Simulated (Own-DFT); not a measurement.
# How strain changes the stress of wurtzite GaN, 72 atoms (Ga36N36)

Calculated results; nothing here was measured. The program, named Own-DFT, is a retired in-house plane-wave density functional code that no person has reviewed. Each row is one single-point run on a periodic cell that was not relaxed, without spin or spin-orbit coupling.

Settings of every run: PBE; PseudoDojo norm-conserving scalar-relativistic files (stringent for Ga); cutoff 96 hartree; 4 x 4 x 3 k mesh centred on Gamma; Gaussian smearing of 0.01 eV.

Known limits: forces not confirmed at this smearing and k mesh; stress not checked against mesh or cutoff.

Unstrained cell vectors in Å: (9.567, 0.000, 0.000); (-4.784, 8.285, 0.000); (0.000, 0.000, 10.370). The unstrained cell has measured lattice constants (interpolated for alloys), not those of this functional. That, the random moves and any unrelaxed bonds set the pressure at no strain. Each run strains this cell uniformly, with the atoms carried along. Every atom was also moved at random, by a Gaussian of width 0.05 Å on each axis. Strain is the symmetric tensor, in per cent. Stress is positive in tension, and the pressure is minus a third of its trace.

```
run  e_xx (%)  e_yy (%)  e_zz (%)  e_yz (%)  e_xz (%)  e_xy (%)  s_xx (GPa)  s_yy (GPa)  s_zz (GPa)  s_yz (GPa)  s_xz (GPa)  s_xy (GPa)  P (GPa)  E (meV/atom)
  1      1.85     -0.07      1.09      1.55     -0.47      0.95       -0.18       -3.80       -1.40        3.10       -0.03        2.29     1.79           9.6
  2      0.54     -1.88      1.71     -1.66      0.90     -0.77       -6.71      -11.57       -2.03       -3.67        2.73       -2.66     6.77          25.3
  3      0.92     -0.89      0.48      0.84     -0.76      1.60       -3.92       -9.47       -5.62        1.62       -1.43        5.29     6.34          15.5
  4      0.16      1.43     -0.20      1.26     -1.66     -1.19       -5.18       -0.47       -7.39        1.69       -3.56       -3.68     4.34          12.3
  5     -0.69     -0.02     -1.08     -1.87      1.05     -1.09       -9.56       -8.56      -13.85       -4.63        2.58       -3.17    10.66          25.6
  6     -1.33     -0.79      0.75     -1.73     -1.11     -0.45      -12.30      -12.52       -6.72       -3.62       -3.28       -2.08    10.52          37.5
  7      0.94     -0.95     -0.44     -1.04     -0.99      1.25       -3.26      -10.05      -10.06       -1.31       -2.71        3.22     7.79          14.3
  8      0.06     -0.19     -0.61      1.62      1.72     -0.73       -7.87       -7.68      -10.41        3.73        3.50       -1.87     8.65          27.3
  9      0.66      0.43     -0.01     -1.17      1.72     -0.89       -2.19       -5.47       -6.39       -2.22        3.70       -2.38     4.69           0.0
 10     -1.53     -1.39     -1.20      0.28     -0.49      1.38      -15.56      -16.94      -16.37        0.34       -0.56        6.05    16.29          48.6
 11     -0.84      1.07      1.63      0.01     -0.51     -1.11       -6.97       -4.35        0.76       -0.08       -0.78       -4.26     3.52           2.8
 12     -0.96     -0.95      0.34      0.60      1.32      0.86      -12.57      -12.90       -6.06        0.86        3.15        1.98    10.51          32.0
 13     -0.60      1.71     -0.61     -1.90     -1.18      0.17       -7.34       -0.86      -11.02       -3.40       -2.82        1.90     6.40          22.5
 14     -0.23     -1.08     -1.37      0.33     -1.71      1.28      -12.24      -13.12      -12.84        0.24       -4.13        5.47    12.74          36.5
 15      1.78      1.03     -0.30     -0.23      1.46     -1.23           ?           ?           ?           ?           ?           ?        ?             ?
```

E is the free energy for each atom above the lowest run shown.

## Worked fit

Each stress component was fitted by least squares to a constant and the strains of the runs shown, as fractions, with shears doubled. Shear strains stay in the fit of a normal stress only where such slopes are resolved. The slopes, in GPa:

```
stress,at no strain,per e_xx,per e_yy,per e_zz,scatter
s_xx,-6.9,388 ± 34,152 ± 29,75 ± 33,1.14
s_yy,-7.3,180 ± 25,412 ± 21,56 ± 24,0.84
s_zz,-7.7,82 ± 34,73 ± 29,449 ± 33,1.15
```

Each shear stress against twice its own strain: yz 95 ± 6, xz 116 ± 8, xy 161 ± 16 GPa. These are stiffnesses along x, y and z of the frame in which the cell vectors are given, which need not be the crystal's axes. The atoms are held to the strained lattice; where symmetry lets them move under strain, relaxing them would lower some slopes. The table should be nearly symmetric about its diagonal, and what it lacks of that shows the noise. A ninth of its sum, 207 ± 5 GPa, estimates the bulk modulus near the mean pressure of these runs, 7.9 GPa, so it lies above the value at zero pressure.

## Withheld run

Question: what normal stresses and pressure should run 15 give?

The fit gives s_xx = 1.3, s_yy = 0.0, s_zz = -6.8 and P = 1.8 GPa. The calculation gave -1.12, -0.94, -4.93 and P = 2.33 GPa.
